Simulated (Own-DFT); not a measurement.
# What a defect does to the pressure of its cell: zincblende GaP

Source: density functional calculations with Own-DFT, an unreviewed in-house program that is no longer used. Nothing was measured or relaxed, and spin and spin-orbit coupling are left out.

Method: PBE; PseudoDojo norm-conserving scalar-relativistic files; cutoff 42 hartree; 2 x 3 x 3 k mesh centred on Gamma; Fermi-Dirac smearing of 0.1 eV.

Keep in mind (not all hold for every row): not probed for a lower state with spin; forces on such cells failed a check on a denser k mesh; forces on such cells moved up to 12 meV/angstrom on a denser k mesh; forces on such cells passed a denser k mesh, each cell not checked; stress not checked against mesh or cutoff.

All runs share one cell, with vectors in Å (16.352, 0.000, 0.000); (0.000, 10.901, 0.000); (0.000, 0.000, 10.901) and a volume of 1943.1 Å³. Atoms were moved at random from their sites; u is the rms move along one axis. The defect's site can differ from row to row.

| cell | formula | u (Å) | P (GPa) |
|---|---|---|---|
| no defect | Ga48P48 | 0.0200 | 2.71 |
| no defect | Ga48P48 | 0.0209 | 2.72 |
| no defect | Ga48P48 | 0.0504 | 3.28 |
| two P vacancies | Ga48P46 | 0.0295 | 2.42 |
| two P vacancies | Ga48P46 | 0.0497 | 2.86 |
| two P vacancies | Ga48P46 | 0.0531 | 2.94 |
| one Ga on a P site and one P on a Ga site | Ga48P48 | 0.0323 | 2.99 |
| one Ga on a P site and one P on a Ga site | Ga48P48 | 0.0475 | 3.31 |
| one Ga on a P site and one P on a Ga site | Ga48P48 | 0.0483 | 3.25 |
| two P on a Ga site each | Ga46P50 | 0.0293 | ? |
| two P on a Ga site each | Ga46P50 | 0.0320 | 2.99 |
| two P on a Ga site each | Ga46P50 | 0.0491 | 3.35 |
| two P on a Ga site each | Ga46P50 | 0.0514 | 3.37 |

## Analysis

P = P0 + c u² + a shift for each defect gives P0 = 2.61 GPa, c = 260 ± 10 GPa/Å² and a scatter of 0.03 GPa. The shifts, and each times the cell's volume:

- two P on a Ga site each: 0.10 ± 0.02 GPa, 1.2 eV (0.6 eV for each of its 2 sites)
- one Ga on a P site and one P on a Ga site: 0.08 ± 0.02 GPa, 1.0 eV
- two P vacancies: -0.40 ± 0.02 GPa, -4.9 eV (-2.4 eV for each of its 2 sites)

Against the defect-free cell, a freed cell would be larger where the shift is positive and smaller where it is negative (160.2 GPa Å³ is 1 eV). The atoms around the defects weren't relaxed, which would change these numbers.

## Check

Q: what pressure belongs in the blank (two P on a Ga site each, u = 0.0293 Å)?

The fitted form gives 2.93 ± 0.03 GPa. DFT gave 2.93 GPa.
